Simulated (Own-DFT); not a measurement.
SiC (2H silicon carbide, atoms displaced), SiC (2H silicon carbide, strained, atoms displaced) (calculated)

A calculation, not a measurement: plane-wave PBE density functional theory by an unreviewed code, no spin, of a simulated periodic cell, stress positive in tension, free energy of the whole cell less one offset for each atom, forces on such cells passed a denser k mesh, this cell's mesh not checked; offsets are fitted by least squares, one for each functional and potential file, so energies compare only between cells with the same atoms and settings and are not formation energies; the far tail of each file's local potential was reset to the Coulomb form; each entry is a single point on an unrelaxed cell, so the pressure reflects the starting lattice, mostly measured values (interpolated for alloys), from which strain is counted, and rises with the displacements; printed positions are rounded, which can move forces by about a meV/angstrom; the program, named Own-DFT, is a retired in-house code; no spin-orbit coupling. Program: Own-DFT development build.

Common to all runs: functional PBE; potential files PseudoDojo norm-conserving, scalar-relativistic, standard set; wave cutoff 42 hartree; occupations Fermi-Dirac; smearing width 0.1 eV.

(1) SiC (2H silicon carbide, atoms displaced)

```
SiC
1.0
      9.2481     0.0000     0.0000
     -4.6241     8.0091     0.0000
      0.0000     0.0000    10.0681
Si C Si C Si C Si C Si C Si C Si C Si C Si C Si C Si C Si C Si C Si C Si C Si C Si C Si C
2 2 2 2 2 2 2 2 2 2 2 2 2 2 2 2 2 2 2 2 2 2 2 2 2 2 2 2 2 2 2 2 2 2 2 2
Direct
  0.00145 0.99665 0.00171
  0.11375 0.22371 0.25223
  0.99958 0.00432 0.18673
  0.11445 0.22292 0.43661
  0.00126 0.00110 0.50081
  0.11493 0.23026 0.74916
  0.99617 0.99876 0.68556
  0.11762 0.22657 0.93822
  0.99676 0.33039 0.00564
  0.11245 0.55476 0.25204
  0.99848 0.33308 0.18873
  0.11220 0.55613 0.43720
  0.99824 0.32638 0.49885
  0.10688 0.55799 0.75265
  0.99495 0.32861 0.68243
  0.11190 0.55725 0.93870
  0.00208 0.66703 0.00077
  0.11455 0.89215 0.25424
  0.00036 0.66886 0.19065
  0.11334 0.89055 0.43497
  0.99824 0.66236 0.50249
  0.11081 0.88622 0.75124
  0.99890 0.66453 0.68401
  0.10829 0.88801 0.93420
  0.34373 0.00536 0.99507
  0.44755 0.22564 0.25313
  0.33796 0.00435 0.18894
  0.44829 0.22325 0.43912
  0.33729 0.00710 0.50509
  0.44843 0.22780 0.75118
  0.33687 0.99901 0.69114
  0.45022 0.22444 0.93995
  0.33030 0.33351 0.99549
  0.44635 0.55683 0.24924
  0.33741 0.33556 0.18996
  0.44367 0.55371 0.43909
  0.33224 0.33215 0.49782
  0.44507 0.55635 0.74945
  0.34198 0.33879 0.68827
  0.44054 0.55443 0.93491
  0.32962 0.66561 0.00028
  0.44442 0.90155 0.24755
  0.33057 0.66769 0.18310
  0.44143 0.89110 0.43731
  0.32605 0.66237 0.50354
  0.44712 0.88506 0.74833
  0.33168 0.67086 0.68755
  0.44693 0.88610 0.93662
  0.66530 0.99998 0.99417
  0.78756 0.22876 0.25522
  0.67059 0.00748 0.18575
  0.77932 0.22478 0.43638
  0.66636 0.00292 0.50870
  0.77428 0.22034 0.75316
  0.67228 0.00779 0.68726
  0.77554 0.22102 0.93909
  0.66672 0.33177 0.99999
  0.77955 0.55091 0.25290
  0.66624 0.33824 0.18467
  0.77443 0.55230 0.43747
  0.66551 0.33156 0.49708
  0.78247 0.55513 0.75058
  0.66423 0.33558 0.68833
  0.78318 0.55722 0.93143
  0.65678 0.66106 0.00034
  0.76994 0.88486 0.24342
  0.66712 0.66763 0.18667
  0.77371 0.89512 0.43410
  0.66375 0.65923 0.50102
  0.77353 0.88193 0.74983
  0.66630 0.66163 0.68640
  0.77316 0.88853 0.93585
```

```
hardware                          : one NVIDIA H100
k mesh                            : 4 x 4 x 3 centred on Gamma
free energy of cell above offsets : -10.390 eV
pressure                          : 3.86 GPa
stress xx                         : -2.44 GPa
stress yy                         : -2.13 GPa
stress zz                         : -7.02 GPa
stress yz                         : -0.5 GPa
stress xz                         : -0.06 GPa
stress xy                         : -0.38 GPa
wall time                         : 363.8 s
```

Force:
| element | x (eV/Å) | y (eV/Å) | z (eV/Å) |
| --- | --- | --- | --- |
| Si | -0.875 | 0.65 | -0.685 |
| Si | -0.01 | -0.069 | -0.889 |
| C | 0.512 | -0.749 | 0.454 |
| C | -0.299 | -0.32 | 0.448 |
| Si | -0.652 | -0.754 | -0.872 |
| Si | 0.187 | -1.251 | -0.114 |
| C | 0.829 | 0.35 | 0.884 |
| C | -1.616 | -1.074 | -0.222 |
| Si | 0.448 | 0.375 | -1.261 |
| Si | -0.235 | 0.683 | -0.629 |
| C | 1.006 | 0.588 | 0.541 |
| C | -0.406 | -1.05 | 0.427 |
| Si | -0.233 | 1.212 | -0.25 |
| Si | 0.932 | -0.903 | -0.734 |
| C | 0.132 | 1.076 | 1.486 |
| C | -0.392 | -0.79 | 0.021 |
| Si | -0.558 | 0.237 | 0.273 |
| Si | -0.465 | -0.012 | -1.409 |
| C | 0.398 | -0.176 | -0.225 |
| C | -0.16 | -0.146 | 1.82 |
| Si | -0.076 | 0.779 | -1.48 |
| Si | -0.397 | 0.714 | -1.026 |
| C | 0.001 | 0.465 | 0.966 |
| C | 1.24 | 0.147 | 1.052 |
| Si | -1.301 | -1.014 | 0.779 |
| Si | -0.016 | -0.157 | -0.777 |
| C | -1.524 | 0.606 | -1.088 |
| C | -0.794 | 0.109 | -0.081 |
| Si | 0 | -1.457 | -0.733 |
| Si | 0.054 | -0.993 | 0.127 |
| C | -0.625 | 0.531 | 0.161 |
| C | -0.966 | 0.251 | -0.702 |
| Si | 1.41 | 0.215 | 1.399 |
| Si | -0.633 | 0.348 | 0.142 |
| C | -0.585 | -0.172 | -0.619 |
| C | -0.513 | 0.165 | -0.168 |
| Si | 0.644 | 0.51 | 0.479 |
| Si | -0.159 | 0.342 | -0.364 |
| C | -1.342 | -0.786 | -0.401 |
| C | -0.089 | -0.032 | 0.332 |
| Si | 0.56 | 0.147 | -0.275 |
| Si | 2.158 | -1.825 | 0.747 |
| C | 0.564 | 0.409 | 1.29 |
| C | 0.418 | -0.098 | 0.653 |
| Si | 1.055 | 1.267 | -1.184 |
| Si | -0.448 | 1.231 | 0.215 |
| C | 0.46 | -1.358 | 0.454 |
| C | -0.608 | 0.075 | -0.354 |
| Si | 0.394 | 0.042 | 1.442 |
| Si | -1.751 | -1.177 | -1.461 |
| C | -0.534 | -0.352 | -0.294 |
| C | -0.028 | -0.334 | 0.979 |
| Si | -0.255 | -0.499 | -2.853 |
| Si | 0.155 | 1.075 | -0.55 |
| C | -0.215 | -1.764 | 1.307 |
| C | 0.468 | 0.276 | -0.214 |
| Si | 0.232 | 1.159 | -0.147 |
| Si | -0.842 | 1.313 | -0.878 |
| C | 1.052 | -0.782 | 0.981 |
| C | 0.619 | 0.186 | 0.303 |
| Si | 0.431 | 0.446 | 1.005 |
| Si | -0.899 | -0.088 | -0.72 |
| C | 1.17 | -0.351 | -0.415 |
| C | -0.825 | -0.324 | 1.846 |
| Si | 1.502 | 0.767 | -0.561 |
| Si | 0.449 | 1.436 | 1.117 |
| C | 0.232 | -0.888 | 0.059 |
| C | 1.103 | -1.178 | 0.717 |
| Si | -0.528 | 1.756 | -0.675 |
| Si | 0.317 | 1.009 | -0.414 |
| C | -0.186 | 0.429 | 0.435 |
| C | 0.908 | -0.451 | 0.385 |

(2) SiC (2H silicon carbide, atoms displaced)

```
SiC
1.0
      9.2481     0.0000     0.0000
     -4.6241     8.0091     0.0000
      0.0000     0.0000    10.0681
Si C Si C Si C Si C Si C Si C Si C Si C Si C Si C Si C Si C Si C Si C Si C Si C Si C Si C
2 2 2 2 2 2 2 2 2 2 2 2 2 2 2 2 2 2 2 2 2 2 2 2 2 2 2 2 2 2 2 2 2 2 2 2
Direct
  0.99886 0.00280 0.99718
  0.11133 0.21298 0.25389
  0.99648 0.99580 0.19176
  0.10831 0.21910 0.43594
  0.99888 0.00233 0.49387
  0.11068 0.22376 0.74997
  0.99914 0.99760 0.68691
  0.10766 0.21484 0.93579
  0.00469 0.33677 0.99750
  0.11126 0.55665 0.25349
  0.00063 0.33340 0.18502
  0.11744 0.55894 0.43596
  0.00254 0.33669 0.49781
  0.11242 0.56004 0.75245
  0.00076 0.33705 0.68081
  0.10951 0.55735 0.94384
  0.99771 0.67074 0.00083
  0.11002 0.89377 0.24751
  0.00072 0.66541 0.18456
  0.11673 0.89413 0.43921
  0.00325 0.67045 0.49529
  0.10855 0.88346 0.75243
  0.99578 0.66482 0.69039
  0.12023 0.89049 0.93852
  0.33401 0.00441 0.99810
  0.44274 0.21764 0.24566
  0.33732 0.99531 0.18862
  0.44186 0.22798 0.43833
  0.33601 0.00205 0.49558
  0.44581 0.22050 0.74888
  0.32849 0.99589 0.68219
  0.44780 0.22326 0.93826
  0.33870 0.33630 0.00453
  0.44225 0.55954 0.25308
  0.33331 0.32232 0.18853
  0.44268 0.55442 0.44282
  0.33681 0.33740 0.50059
  0.44092 0.55075 0.74225
  0.33912 0.34001 0.68665
  0.44773 0.55102 0.94135
  0.33543 0.66643 0.00439
  0.44757 0.89292 0.25361
  0.33573 0.66537 0.18341
  0.44283 0.88690 0.43572
  0.33335 0.66775 0.50296
  0.44933 0.89316 0.74952
  0.33487 0.66720 0.68680
  0.44576 0.88637 0.93562
  0.66270 0.99697 0.00062
  0.78093 0.22252 0.25245
  0.66639 0.00019 0.18880
  0.77608 0.22287 0.44044
  0.65918 0.99811 0.49773
  0.77945 0.22436 0.74988
  0.66126 0.99367 0.68599
  0.77628 0.22451 0.93737
  0.66819 0.33225 0.99891
  0.77630 0.55396 0.25123
  0.67040 0.33152 0.18935
  0.77462 0.55592 0.44221
  0.66977 0.32824 0.49847
  0.77626 0.55265 0.74434
  0.66549 0.33227 0.68618
  0.77038 0.55044 0.94107
  0.66131 0.66507 0.00177
  0.78131 0.88901 0.24169
  0.67086 0.66803 0.18870
  0.77870 0.88945 0.43528
  0.66238 0.66360 0.49886
  0.78170 0.89277 0.74648
  0.67414 0.66884 0.68397
  0.77861 0.89469 0.93753
```

```
hardware                          : one NVIDIA H100
k mesh                            : 4 x 4 x 3 centred on Gamma
free energy of cell above offsets : -10.225 eV
pressure                          : 3.92 GPa
stress xx                         : -3.35 GPa
stress yy                         : -3.06 GPa
stress zz                         : -5.35 GPa
stress yz                         : 0.3 GPa
stress xz                         : -0.3 GPa
stress xy                         : 0.1 GPa
wall time                         : 366.5 s
```

Force:
| element | x (eV/Å) | y (eV/Å) | z (eV/Å) |
| --- | --- | --- | --- |
| Si | 0.718 | -1.111 | 0.542 |
| Si | -0.933 | 1.598 | -1.259 |
| C | 0.606 | 0.93 | -1.823 |
| C | 0.308 | 1.2 | 0.744 |
| Si | 0.344 | -0.899 | 1.457 |
| Si | 0.353 | -0.272 | -0.815 |
| C | 0.379 | 0.886 | -0.226 |
| C | 0.34 | 2.206 | 0.323 |
| Si | -0.7 | -0.854 | 0.411 |
| Si | 0.41 | -0.178 | -1.824 |
| C | 0.813 | -0.274 | 1.069 |
| C | -0.863 | -0.245 | 0.564 |
| Si | -0.078 | -0.496 | -0.331 |
| Si | 0.094 | -0.457 | -0.058 |
| C | 0.3 | -0.109 | 1.671 |
| C | 0.623 | 0.252 | -1.168 |
| Si | 0.239 | -0.978 | -0.308 |
| Si | 1.548 | -1.526 | 0.569 |
| C | -0.477 | 0.592 | 1.431 |
| C | -0.702 | -0.497 | -1.023 |
| Si | -0.51 | -0.169 | 0.966 |
| Si | -0.136 | 0.843 | -0.836 |
| C | 0.955 | 0.113 | -0.824 |
| C | -2.111 | -0.102 | 0.008 |
| Si | 1.634 | -0.643 | 0.498 |
| Si | 1.244 | 0.332 | 1.154 |
| C | -1.48 | 0.636 | -0.531 |
| C | 1.632 | -0.947 | -0.62 |
| Si | -0.496 | 0.454 | 0.513 |
| Si | -0.502 | -0.063 | -0.146 |
| C | 0.619 | 0.44 | 1.016 |
| C | -0.462 | -0.06 | -0.239 |
| Si | -0.455 | -1.234 | -0.947 |
| Si | 1.309 | -1.053 | -0.335 |
| C | -1.275 | 1.582 | 0.281 |
| C | -0.521 | 0.615 | -1.068 |
| Si | -0.771 | -0.971 | -0.021 |
| Si | 1.091 | 2.024 | 1.817 |
| C | -0.415 | -2.195 | 0.039 |
| C | -1.745 | 0.577 | -1.166 |
| Si | -0.128 | -0.21 | -1.793 |
| Si | 0.537 | -1.299 | -1.222 |
| C | -0.669 | 0.576 | 2.16 |
| C | -0.257 | 0.132 | 0.504 |
| Si | 0.242 | 0.028 | -0.359 |
| Si | -0.993 | -0.999 | -0.012 |
| C | -0.446 | 0.223 | 0.603 |
| C | -0.678 | 0.275 | 0.471 |
| Si | 0.12 | 1.111 | -0.197 |
| Si | -0.046 | -0.013 | -0.676 |
| C | 0.32 | 0.051 | -0.13 |
| C | 1.177 | -0.516 | -0.723 |
| Si | 1.78 | 0.038 | 0.264 |
| Si | -0.131 | -0.525 | -0.349 |
| C | 0.728 | 1.531 | -0.2 |
| C | 1.082 | -0.549 | -0.144 |
| Si | -0.134 | 0.195 | 0.692 |
| Si | 0.495 | -0.008 | -0.004 |
| C | -0.725 | -0.056 | -0.169 |
| C | 1.108 | -0.37 | -1.025 |
| Si | -2.103 | 1.284 | 0.334 |
| Si | -0.374 | 0.078 | 1.371 |
| C | 0.382 | -0.441 | -0.041 |
| C | 0.572 | 1.339 | -1.042 |
| Si | 1.294 | 0.526 | -0.439 |
| Si | -1.463 | -0.432 | 1.938 |
| C | -0.995 | -0.586 | 0.025 |
| C | -0.782 | -0.274 | -0.363 |
| Si | 0.735 | 1.205 | 0.09 |
| Si | -0.412 | -0.854 | 0.327 |
| C | -1.449 | -0.216 | 0.675 |
| C | 0.283 | -1.187 | -0.074 |

(3) SiC (2H silicon carbide, strained, atoms displaced)

```
SiC
1.0
      6.2105     0.0046    -0.0403
     -3.1013     5.3488    -0.0518
     -0.0657    -0.1356    10.0400
Si C Si C Si C Si C Si C Si C Si C Si C
2 2 2 2 2 2 2 2 2 2 2 2 2 2 2 2
Direct
  0.99388 0.98128 0.00554
  0.16462 0.33303 0.25060
  0.99305 0.00154 0.20069
  0.17417 0.33961 0.43736
  0.00484 0.00201 0.49843
  0.16042 0.32637 0.75251
  0.99496 0.98531 0.68584
  0.17492 0.34148 0.93656
  0.00660 0.50288 0.00040
  0.16656 0.83260 0.24449
  0.00865 0.51712 0.18511
  0.17045 0.83004 0.44701
  0.00860 0.51280 0.50296
  0.17073 0.83273 0.75646
  0.00767 0.50724 0.68561
  0.17121 0.84310 0.94158
  0.50722 0.00075 0.99798
  0.66826 0.33442 0.24656
  0.49055 0.00876 0.18385
  0.66372 0.33135 0.43730
  0.50345 0.99854 0.49183
  0.67090 0.33485 0.75702
  0.48533 0.98338 0.68023
  0.67559 0.33309 0.95012
  0.47279 0.49605 0.99799
  0.66632 0.84158 0.25392
  0.48983 0.48948 0.19536
  0.68105 0.85882 0.43660
  0.50175 0.49975 0.49851
  0.65924 0.82631 0.74859
  0.49470 0.50794 0.68251
  0.66732 0.82930 0.94051
```

```
k mesh                            : 5 x 5 x 3 centred on Gamma
free energy of cell above offsets : -2.924 eV
pressure                          : 3.6 GPa
stress xx                         : -1.48 GPa
stress yy                         : -2.52 GPa
stress zz                         : -6.8 GPa
stress yz                         : -5.39 GPa
stress xz                         : -2.17 GPa
stress xy                         : -1.45 GPa
```

Force:
| element | x (eV/Å) | y (eV/Å) | z (eV/Å) |
| --- | --- | --- | --- |
| Si | -0.835 | 2.036 | 0.402 |
| Si | -0.259 | 0.955 | 0.722 |
| C | 0.481 | -0.598 | -2.444 |
| C | -0.8 | -0.207 | 0.42 |
| Si | 0.404 | 0.74 | 0.413 |
| Si | 0.244 | 0.243 | -1.956 |
| C | -0.498 | 1.006 | 1.124 |
| C | -2.902 | -2.762 | -0.12 |
| Si | -0.187 | 0.43 | -0.029 |
| Si | -0.346 | 1.412 | 2.387 |
| C | 0.151 | -2.632 | 0.27 |
| C | -0.657 | 0.887 | -2.835 |
| Si | -0.026 | -2.009 | -0.641 |
| Si | -0.554 | 0.205 | -1.707 |
| C | -0.589 | -1.43 | 2.035 |
| C | 0.857 | -1.167 | -0.234 |
| Si | -0.399 | 0.301 | 0.602 |
| Si | -0.202 | 0.823 | 0.639 |
| C | 1.687 | -1.031 | 0.513 |
| C | 0.741 | 0.786 | -0.218 |
| Si | -0.791 | 0.949 | 1.708 |
| Si | -0.374 | -0.318 | -1.605 |
| C | 0.954 | 1.891 | 1.935 |
| C | -1.511 | 0.406 | -1.95 |
| Si | 5.041 | 1.292 | 2.361 |
| Si | -0.784 | -1.008 | -0.784 |
| C | -0.141 | 1.666 | -1.577 |
| C | 0.468 | -2.509 | 0.195 |
| Si | 0.041 | 0.897 | -0.519 |
| Si | 0.243 | 1.136 | -0.333 |
| C | 0.945 | -2.1 | 1.685 |
| C | -0.403 | -0.293 | -0.457 |
